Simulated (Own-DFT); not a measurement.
# Strain and stress in 4H SiC, 72 atoms (C36Si36)

All numbers below are calculated, not measured. They come from Own-DFT, an in-house plane-wave density functional program, since retired, whose code no person has reviewed. Each row is one single-point run on a periodic cell that was not relaxed, without spin or spin-orbit coupling.

Settings of every run: PBE; PseudoDojo norm-conserving scalar-relativistic files; cutoff 42 hartree; 4 x 4 x 3 k mesh centred on Gamma; Fermi-Dirac smearing of 0.1 eV.

Known limits: forces on such cells passed a denser k mesh, each cell not checked; stress not checked against mesh or cutoff.

Unstrained cell vectors in Å: (9.248, 0.000, 0.000); (-4.624, 8.009, 0.000); (0.000, 0.000, 10.068). The unstrained cell has measured lattice constants (interpolated for alloys), not those of this functional. That, the random moves and any unrelaxed bonds set the pressure at no strain. Each run strains this cell uniformly, with the atoms carried along. Every atom was also moved at random, by a Gaussian of width 0.05 Å on each axis. Strain is the symmetric tensor, in per cent. Stress is positive in tension, and the pressure is minus a third of its trace.

```
run  e_xx (%)  e_yy (%)  e_zz (%)  e_yz (%)  e_xz (%)  e_xy (%)  s_xx (GPa)  s_yy (GPa)  s_zz (GPa)  s_yz (GPa)  s_xz (GPa)  s_xy (GPa)  P (GPa)  E (meV/atom)
  1      0.10     -0.60      1.63     -1.58      1.66      1.86       -4.07       -8.79        2.72       -6.09        5.32       10.05     3.38          19.2
  2      0.63      1.69      1.72     -1.58      2.00     -1.62        1.15        5.31        3.74       -4.95        5.12       -6.65    -3.40           3.7
  3     -0.35      1.96     -1.67      1.12     -0.91     -1.99       -6.88        4.69      -16.22        4.11       -1.92       -8.56     6.14          42.9
  4      0.44      1.29      0.32      0.86     -0.42      0.94       -0.68        0.04       -2.17        3.47       -1.62        3.57     0.94           6.9
  5      1.04     -1.59     -1.26      1.92      1.62     -1.94       -2.53      -13.48      -14.49        7.55        5.64       -8.93    10.17          32.3
  6     -1.19     -1.97     -0.47     -1.07      0.03     -1.58      -15.29      -19.50       -9.33       -5.06        0.61       -6.58    14.71          35.9
  7     -1.00     -0.39      1.94      0.95      1.02     -1.48      -10.03       -7.39        4.14        1.84        3.14       -5.30     4.43          17.5
  8     -0.94      1.67      0.25     -1.78      0.51     -0.75       -7.96        3.22       -5.39       -6.18        0.98       -4.19     3.38           2.4
  9      1.31      0.23      1.39     -1.84      0.69     -0.79        1.76       -2.20        1.99       -5.91        2.14       -4.18    -0.52          24.4
 10     -0.36     -0.24     -0.84     -0.99     -0.76     -0.91       -9.11       -6.58      -11.47       -4.92       -3.65       -5.24     9.05          22.8
 11     -1.72      1.99     -0.29      0.14     -0.91      0.77      -12.55        4.22       -8.17        0.12       -1.96        5.16     5.50          11.1
 12      1.07      0.87     -1.26      1.38     -0.89      1.95        1.44        0.29      -15.51        3.77       -2.81        7.62     4.59          40.3
 13      1.26      1.61      0.37      1.52      1.36     -1.60        4.50        4.11       -2.99        4.54        4.17       -5.86    -1.87           0.0
 14      0.57     -1.79      1.92      1.52     -1.86     -1.46       -2.79      -14.60        4.48        6.04       -5.72       -5.82     4.31          19.6
 15     -0.18      1.07     -0.03      1.91     -0.88      0.64       -5.80        0.23       -4.74        6.96       -2.63        0.91     3.44           6.6
 16      0.89      1.11      1.12     -1.61     -1.90      1.29       -0.17        1.50        0.96       -4.89       -6.46        5.02    -0.77          23.6
 17      0.32     -0.75     -1.50     -0.25     -0.17     -0.66           ?           ?           ?           ?           ?           ?        ?             ?
```

E is the free energy for each atom above the lowest run shown.

## Worked fit

Each stress component was fitted by least squares to a constant and the strains of the runs shown, as fractions, with shears doubled. Shear strains stay in the fit of a normal stress only where such slopes are resolved. The slopes, in GPa:

| stress | at no strain | per e_xx | per e_yy | per e_zz | scatter |
|---|---|---|---|---|---|
| s_xx | -5.6 | 550 ± 23 | 123 ± 16 | 69 ± 18 | 0.83 |
| s_yy | -5.7 | 91 ± 25 | 565 ± 18 | 29 ± 20 | 0.92 |
| s_zz | -6.5 | 14 ± 29 | 29 ± 20 | 599 ± 23 | 1.04 |

Each shear stress against twice its own strain: yz 174 ± 9, xz 158 ± 7, xy 221 ± 12 GPa. These are stiffnesses along x, y and z of the frame in which the cell vectors are given, which need not be the crystal's axes. The atoms are held to the strained lattice; where symmetry lets them move under strain, relaxing them would lower some slopes. The table should be nearly symmetric about its diagonal, and what it lacks of that shows the noise. A ninth of its sum, 230 ± 4 GPa, estimates the bulk modulus near the mean pressure of these runs, 4.0 GPa, so it lies above the value at zero pressure.

## Withheld run

Question: what normal stresses and pressure should run 17 give?

The fit gives s_xx = -5.8, s_yy = -10.1, s_zz = -15.6 and P = 10.5 GPa. The calculation gave -3.19, -7.20, -19.18 and P = 9.86 GPa.
